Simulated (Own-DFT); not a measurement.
# Wall times of self-consistent runs

Wall times of single-point runs (energy, forces and, in most, stress) with one build of Own-DFT, an in-house plane-wave density functional program, since retired. Each ran alone on one NVIDIA H200 card, with norm-conserving files, no spin and no use of crystal symmetry. The k points are those left after time reversal, where it was used. Plane waves for each k point are estimated as V (2 E)^(3/2) / (6 π²) in atomic units.

```
cell,atoms,valence electrons,cutoff (hartree),volume (Å³),k mesh,k points,plane waves,time (s)
As4In4,8,112,42,222,6x6x6,112,19500,237
In32P32,64,576,36,1586,3x3x3,14,110400,1078
In31P33,64,568,36,1617,3x3x3,14,112600,1135
GaIn31P32,64,576,42,1617,3x3x3,14,141900,1531
Ga46P50,96,848,42,1943,2x3x3,10,170500,2099
Ga48P46,94,854,42,1943,2x3x3,10,170500,2048
In49P47,96,872,36,2426,2x3x3,10,168900,2290
As32Ga24In8,64,896,42,1487,3x3x3,14,130500,1667
As32Ga8In24,64,896,42,1691,3x3x3,14,148400,2204
As32GaIn31,64,896,42,1779,3x3x3,14,156100,2282
Ga49P47,96,872,42,1943,2x3x3,10,170500,?
```

## Worked fit

Take the size N = k points x plane waves x valence electrons. A line through log(time) against log(N) has a slope of 1.11 ± 0.08 and a scatter of a factor 1.15. Part of the scatter may come from the number of self-consistent steps, which isn't shown. Times belong to this build alone.

## Withheld run

Question: how long should the last run take? Its N is 1.49e+09.

The line gives about 1904 s. It took 2136 s.
